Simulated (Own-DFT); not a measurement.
Simulation results for GaN (wurtzite, strained, atoms displaced)

All values are calculated (Own-DFT development build). A calculation, not a measurement: plane-wave PBE density functional theory by an unreviewed code, no spin, of a simulated periodic cell, stress positive in tension, free energy of the whole cell less one offset for each atom, forces on such cells passed a denser k mesh, this cell's mesh not checked; offsets are fitted by least squares, one for each functional and potential file, so energies compare only between cells with the same atoms and settings and are not formation energies; the far tail of each file's local potential was reset to the Coulomb form; each entry is a single point on an unrelaxed cell, so the pressure reflects the starting lattice, mostly measured values (interpolated for alloys), from which strain is counted, and rises with the displacements; printed positions are rounded, which can move forces by about a meV/angstrom; the program, named Own-DFT, is a retired in-house code; no spin-orbit coupling.

Common to all runs: functional PBE; potential files PseudoDojo norm-conserving, scalar-relativistic, standard set with the stringent files for Ga; wave cutoff 96 hartree; occupations Gaussian; smearing width 0.01 eV; k mesh 3 x 4 x 3 centred on Gamma.

(1) GaN (wurtzite, strained, atoms displaced)

```xyz
96
Lattice="12.7560 0.0000 0.0000 -4.7835 8.2853 0.0000 0.0000 0.0000 10.4737" Properties=species:S:1:pos:R:3 GaN
Ga     0.0395     1.8120    10.4589
Ga     1.6289     1.0261     2.6618
N     -0.0001     1.8903     1.9150
N      1.5862     0.9488     4.5417
Ga     0.0111     1.9601     5.1883
Ga     1.6454     0.9334     7.9174
N      0.0010     1.8348     7.1965
N      1.6338     0.9205     9.8665
Ga    -1.5280     4.6063    10.4606
Ga     0.0442     3.7750     2.6548
N     -1.6419     4.6086     1.9816
N     -0.0230     3.5752     4.6371
Ga    -1.5021     4.5905     5.2774
Ga    -0.0079     3.6010     7.8317
N     -1.5733     4.5728     7.2312
N     -0.0114     3.6415     9.8026
Ga    -3.2181     7.3797    10.3752
Ga    -1.5671     6.4689     2.6120
N     -3.1796     7.3318     1.8686
N     -1.6870     6.4619     4.6208
Ga    -3.2216     7.4205     5.2155
Ga    -1.5664     6.4763     7.8530
N     -3.1758     7.3302     7.2211
N     -1.5158     6.4350     9.8213
Ga     3.1502     1.8365     0.0147
Ga     4.8755     0.8566     2.5485
N      3.2384     1.8103     1.9725
N      4.8440     0.9561     4.5504
Ga     3.2262     1.8660     5.2828
Ga     4.8066     0.9616     7.8117
N      3.3355     1.8294     7.2219
N      4.8150     1.0006     9.8824
Ga     1.5602     4.5918    10.3870
Ga     3.1779     3.6022     2.6544
N      1.5999     4.6851     1.9990
N      3.2129     3.6710     4.5640
Ga     1.5999     4.7174     5.2302
Ga     3.1290     3.7082     7.8185
N      1.6487     4.5972     7.2559
N      3.1958     3.6811     9.8779
Ga    -0.0081     7.3421    10.4672
Ga     1.6665     6.3739     2.5400
N      0.0131     7.2810     1.9699
N      1.5709     6.4275     4.4720
Ga     0.0321     7.3525     5.2208
Ga     1.5895     6.4761     7.8724
N     -0.0413     7.4292     7.2753
N      1.5817     6.4894     9.8769
Ga     6.4281     1.8027    10.4666
Ga     7.9886     0.9434     2.5225
N      6.3719     1.8279     1.9891
N      7.9019     0.9234     4.6729
Ga     6.3450     1.7573     5.2325
Ga     7.9981     0.9277     7.8157
N      6.3650     1.8191     7.2065
N      8.0813     0.9113     9.8133
Ga     4.8550     4.6391    10.4498
Ga     6.3730     3.6511     2.6149
N      4.7435     4.5768     2.0149
N      6.4575     3.7023     4.5982
Ga     4.6931     4.6303     5.1867
Ga     6.4094     3.7381     7.8662
N      4.8359     4.6416     7.1904
N      6.3909     3.6931     9.8593
Ga     3.2196     7.3855     0.0504
Ga     4.7770     6.3825     2.6538
N      3.1869     7.2914     1.8318
N      4.6974     6.3718     4.5868
Ga     3.1426     7.4084     5.2106
Ga     4.8470     6.4486     7.7904
N      3.1854     7.3985     7.3302
N      4.7489     6.4865     9.7928
Ga     9.5657     1.9322     0.0065
Ga    11.1441     0.9085     2.5518
N      9.6261     1.8616     1.9555
N     11.1140     0.9534     4.6098
Ga     9.6001     1.8945     5.3556
Ga    11.1797     1.0379     7.8655
N      9.5171     1.9618     7.1468
N     11.0806     0.9270     9.7743
Ga     7.9697     4.6139     0.0195
Ga     9.5980     3.7458     2.6608
N      7.9583     4.6371     2.0127
N      9.7038     3.7129     4.5644
Ga     8.0436     4.5815     5.2050
Ga     9.5071     3.6402     7.8980
N      8.0190     4.5878     7.2448
N      9.4728     3.7596     9.7696
Ga     6.4268     7.3139    10.4620
Ga     8.0446     6.4195     2.5381
N      6.3781     7.4097     1.9940
N      7.9798     6.4649     4.5777
Ga     6.4065     7.3774     5.2019
Ga     7.9485     6.4671     7.8804
N      6.3240     7.2623     7.1539
N      7.9590     6.4487     9.6975
```

* free energy of cell above offsets: -5.173 eV
* pressure: 5.18 GPa
* stress xx: -5.84 GPa
* stress yy: -6.77 GPa
* stress zz: -2.95 GPa
* stress yz: 0.19 GPa
* stress xz: 0.44 GPa
* stress xy: -0.05 GPa

Force:
```
element  x (eV/Å)  y (eV/Å)  z (eV/Å)
     Ga    -1.191     0.099     0.187
     Ga    -0.636    -1.425    -1.445
      N     0.342     0.073     0.875
      N      0.33     0.545     1.308
     Ga    -0.289    -5.444     1.437
     Ga     0.058    -0.455    -1.139
      N     1.101    -0.517    -0.385
      N    -0.625    -0.001    -1.046
     Ga    -1.282     0.008     0.225
     Ga     -0.96    -0.926    -0.622
      N     1.512     0.371    -0.534
      N     1.312     5.445     -1.82
     Ga    -1.227     0.889     0.236
     Ga     0.055     1.597     0.361
      N     0.013     0.246     0.082
      N     0.248    -0.094    -0.196
     Ga     0.898    -1.092     0.913
     Ga    -0.982    -0.221     0.243
      N     0.337     1.047      0.48
      N     1.896    -0.243     -0.44
     Ga    -0.233    -0.337     0.591
     Ga    -0.467    -1.112     0.102
      N    -0.301     1.148    -0.017
      N    -1.485    -0.006    -0.385
     Ga     1.648     0.653     0.327
     Ga    -1.263    -0.219     0.763
      N    -0.098    -0.062     0.033
      N     -1.83    -1.251    -0.266
     Ga    -0.037    -0.638    -0.777
     Ga     1.352    -0.567     2.105
      N    -3.253     1.158    -0.467
      N    -0.671     -1.23    -0.709
     Ga     0.795     0.546     0.959
     Ga     0.157     0.891    -1.001
      N     0.152    -3.506    -1.181
      N    -1.448    -0.149     0.703
     Ga     0.206    -2.034     0.388
     Ga     2.899    -0.597     1.289
      N     -2.02     0.918     -1.35
      N    -0.212     0.179    -0.897
     Ga     0.418     1.284     0.295
     Ga     -0.58     2.556     0.304
      N     0.554     0.836    -0.137
      N     0.129     0.711     1.166
     Ga    -1.197     0.599     0.084
     Ga    -0.064     0.195     0.816
      N     1.193    -0.982    -1.485
      N     0.373    -0.691    -0.813
     Ga     0.183     0.497    -0.216
     Ga     0.437    -0.672     1.219
      N     0.961      0.19    -0.881
      N     1.963     0.072    -1.645
     Ga     0.676     2.497     0.717
     Ga    -0.453     0.482     0.753
      N     0.828     0.825     0.081
      N    -1.204     0.571     0.028
     Ga    -1.418    -0.012     0.542
     Ga    -0.112     0.617     0.805
      N     0.591     -0.25    -0.722
      N    -1.198    -0.601    -0.191
     Ga     2.396    -1.136     1.148
     Ga    -0.295    -0.854    -0.389
      N    -1.165    -0.944    -0.199
      N     0.361    -0.287    -0.305
     Ga    -0.054    -0.158    -3.004
     Ga     0.148     0.687    -0.626
      N     0.592      1.11     3.704
      N     0.418     2.185    -0.225
     Ga      0.55    -0.638     0.843
     Ga    -2.036     -0.35     1.344
      N     0.062    -0.844        -2
      N     1.193    -0.763     0.104
     Ga     0.192    -0.348    -0.102
     Ga     0.791     0.826     1.277
      N     -1.23     0.624    -0.016
      N     0.688    -0.224    -0.437
     Ga    -0.571    -0.274    -3.383
     Ga    -1.079    -1.765    -0.521
      N      0.78    -2.046     2.255
      N     1.469      0.14     0.656
     Ga    -0.398     0.386     0.184
     Ga    -0.507    -0.972    -0.256
      N      0.13    -1.249    -1.024
      N    -1.199     -0.39      0.68
     Ga    -0.119     0.485     0.627
     Ga     0.875      1.94    -0.465
      N    -0.564      0.73    -0.953
      N     1.885    -0.594     1.384
     Ga    -1.447     0.927     0.023
     Ga    -0.799     1.387     1.357
      N     0.138    -1.594    -0.711
      N     0.123    -0.282    -0.517
     Ga    -0.657    -0.214    -0.005
     Ga     0.156    -0.534    -2.551
      N     2.022     2.623    -0.292
      N     0.272    -0.002     2.745
```

(2) GaN (wurtzite, strained, atoms displaced)

```xyz
96
Lattice="12.7560 0.0000 0.0000 -4.7835 8.2853 0.0000 0.0000 0.0000 10.4737" Properties=species:S:1:pos:R:3 GaN
Ga    -0.0833     1.9229    10.4031
Ga     1.6917     0.9622     2.5708
N     -0.0039     1.8580     1.9494
N      1.5420     0.9820     4.5962
Ga     0.0933     1.8426     5.1721
Ga     1.5199     0.9216     7.9018
N      0.0012     1.9000     7.2481
N      1.6270     0.9220     9.9532
Ga    -1.6642     4.5347    10.4519
Ga     0.0175     3.7945     2.4797
N     -1.5232     4.6742     1.9958
N     -0.0657     3.5847     4.5729
Ga    -1.5350     4.6636     5.2435
Ga    -0.0524     3.6376     7.8104
N     -1.6581     4.4864     7.2378
N      0.0304     3.6694     9.8480
Ga    -3.1506     7.3305    10.3932
Ga    -1.6370     6.4778     2.6153
N     -3.0942     7.3662     1.9644
N     -1.6099     6.3817     4.6811
Ga    -3.2412     7.2999     5.2555
Ga    -1.6293     6.5028     7.7845
N     -3.1694     7.4368     7.1822
N     -1.5381     6.3968     9.7223
Ga     3.1449     1.8587     0.0183
Ga     4.8126     0.8866     2.6596
N      3.2146     1.9229     1.9602
N      4.8279     0.8561     4.5764
Ga     3.2126     1.8188     5.2349
Ga     4.7878     0.8177     7.7739
N      3.1926     1.7889     7.1676
N      4.7544     0.9057     9.8545
Ga     1.6053     4.6709    10.4464
Ga     3.1903     3.6723     2.5391
N      1.6780     4.5559     1.9452
N      3.2248     3.5921     4.5801
Ga     1.5703     4.5960     5.2846
Ga     3.1054     3.7213     7.9001
N      1.5736     4.5921     7.1944
N      3.1562     3.6742     9.7106
Ga     0.0546     7.3832    10.4689
Ga     1.5332     6.3885     2.6576
N     -0.0352     7.3648     1.9762
N      1.5479     6.4190     4.5762
Ga     0.0211     7.3041     5.2550
Ga     1.6360     6.4085     7.8830
N     -0.0265     7.3319     7.2047
N      1.6401     6.4637     9.8649
Ga     6.4558     1.8313    10.4635
Ga     7.9140     0.9838     2.4741
N      6.3234     1.8938     1.9353
N      8.0171     0.8867     4.6467
Ga     6.4701     1.8294     5.2642
Ga     7.8848     0.9086     7.8749
N      6.3054     1.8104     7.3108
N      8.0118     0.9178     9.8791
Ga     4.8077     4.5798     0.0131
Ga     6.3942     3.6673     2.6245
N      4.6999     4.6195     1.9499
N      6.3073     3.6699     4.5881
Ga     4.8425     4.4835     5.2427
Ga     6.3845     3.6031     7.7988
N      4.8262     4.5727     7.2465
N      6.3608     3.6929     9.8505
Ga     3.0282     7.3466     0.0712
Ga     4.7306     6.4643     2.6594
N      3.2586     7.4267     1.9942
N      4.7676     6.4120     4.6489
Ga     3.1641     7.4010     5.1951
Ga     4.7918     6.4139     7.8360
N      3.1374     7.2399     7.2892
N      4.8011     6.4233     9.8957
Ga     9.5545     1.8496     0.0876
Ga    11.1539     0.8938     2.5200
N      9.6309     1.8461     1.9308
N     11.1041     0.9283     4.5842
Ga     9.4839     1.8425     5.2652
Ga    11.1506     0.8901     7.8571
N      9.5204     1.8887     7.2473
N     11.2023     0.9967     9.8554
Ga     8.0345     4.6096     0.1017
Ga     9.5460     3.6297     2.5648
N      8.0327     4.5633     1.9775
N      9.6598     3.6772     4.6434
Ga     8.0292     4.5909     5.2629
Ga     9.5895     3.6986     7.8896
N      8.0817     4.6580     7.2477
N      9.5255     3.7311     9.8008
Ga     6.3942     7.4367     0.0618
Ga     7.9388     6.3973     2.6197
N      6.3969     7.4193     1.9890
N      7.9547     6.4243     4.6401
Ga     6.4161     7.3663     5.3338
Ga     7.9660     6.5895     7.8830
N      6.2313     7.3309     7.1633
N      7.9449     6.4602     9.7454
```

- free energy of cell above offsets: -4.044 eV
- pressure: 5.39 GPa
- stress xx: -6.33 GPa
- stress yy: -7.25 GPa
- stress zz: -2.6 GPa
- stress yz: -0.03 GPa
- stress xz: -0.01 GPa
- stress xy: 0.51 GPa

Force:
```
element  x (eV/Å)  y (eV/Å)  z (eV/Å)
     Ga     2.444    -1.071     1.922
     Ga     -1.79    -0.124     0.399
      N     0.264     0.328    -0.298
      N     2.638    -2.539    -1.152
     Ga    -3.253    -0.026     0.973
     Ga      1.55     1.008     0.236
      N    -0.388     -2.31    -0.835
      N     -1.47    -0.262    -1.724
     Ga     1.635     1.432     0.089
     Ga     0.352    -2.501     1.782
      N    -2.037    -0.445    -1.123
      N     1.199     2.597    -0.569
     Ga    -0.305    -2.889     0.728
     Ga     0.333     1.619     1.049
      N     1.741     2.444    -0.881
      N    -0.448     1.679    -0.814
     Ga     0.176     0.082     0.737
     Ga     0.998    -0.672     0.972
      N    -2.234     0.276    -0.456
      N    -0.002      2.24    -1.353
     Ga     0.772     1.494    -0.556
     Ga     0.233    -1.804     0.686
      N    -1.082    -0.389       0.2
      N    -0.267      0.19     0.981
     Ga     1.217     0.231    -0.485
     Ga    -0.603     0.584    -0.548
      N     0.743    -1.736    -0.161
      N     0.159     0.323     0.638
     Ga     -0.25    -0.497     0.133
     Ga    -1.605     1.363     1.712
      N    -0.374     0.443     0.856
      N     0.798     0.299     -0.57
     Ga     0.097    -1.619     0.118
     Ga     0.571     0.167     2.223
      N    -1.196     1.696    -0.557
      N    -0.605      1.38    -0.315
     Ga     0.404    -1.163    -1.302
     Ga     1.611    -1.343    -2.284
      N    -0.679     0.212     0.473
      N     0.115     0.351     2.937
     Ga    -1.577    -0.168    -0.036
     Ga     0.743     0.547    -0.548
      N      0.85    -0.212    -0.079
      N     0.824    -0.239     0.208
     Ga     -0.73     0.682    -0.086
     Ga    -1.797    -0.449     0.111
      N     1.111    -0.919    -0.354
      N    -2.064    -0.748    -1.155
     Ga     -1.89     0.698    -0.655
     Ga     0.871    -0.458     1.607
      N     0.564    -0.569     0.371
      N    -1.304     0.824    -1.613
     Ga      -1.4    -0.232    -0.021
     Ga     1.653    -0.616      0.37
      N     1.085    -0.469    -1.855
      N    -0.238    -0.494    -0.327
     Ga    -0.543     0.372    -0.611
     Ga    -1.196      0.81    -0.048
      N     1.876     0.307       0.4
      N     3.136    -1.102    -0.554
     Ga    -2.614     1.983     0.951
     Ga     0.572     2.179     1.568
      N      -0.7     -0.28     -0.66
      N     1.287    -0.459    -0.161
     Ga     4.282       0.9     0.035
     Ga     1.088    -0.475     0.391
      N    -2.029    -0.271     0.099
      N     0.147    -0.118     -0.44
     Ga     0.448    -1.921     1.015
     Ga    -1.035    -0.978     1.651
      N     1.025     2.257    -1.449
      N    -0.486     0.926    -0.542
     Ga     0.369     0.164    -2.518
     Ga     1.341     1.285     2.507
      N    -1.477     0.041     0.936
      N     0.655    -0.398     0.079
     Ga     2.509     0.415     0.359
     Ga    -0.738     0.879    -0.216
      N     -0.29    -1.352     0.114
      N    -1.835    -1.189    -0.873
     Ga    -1.713     0.418    -2.484
     Ga     2.143     0.742     2.093
      N    -1.108     0.546     0.656
      N    -1.603    -0.014    -1.404
     Ga    -0.002    -0.287     0.415
     Ga    -1.215    -0.584    -0.163
      N    -1.859     0.036    -0.558
      N     0.113    -1.291     1.144
     Ga    -0.488    -0.927     -0.97
     Ga     0.848     1.329       0.5
      N     -0.12    -2.122    -0.134
      N    -0.181    -0.333    -0.972
     Ga    -1.231     0.624    -2.564
     Ga    -0.406    -1.846    -1.099
      N     2.506     1.313     1.595
      N     0.362     0.195      2.11
```
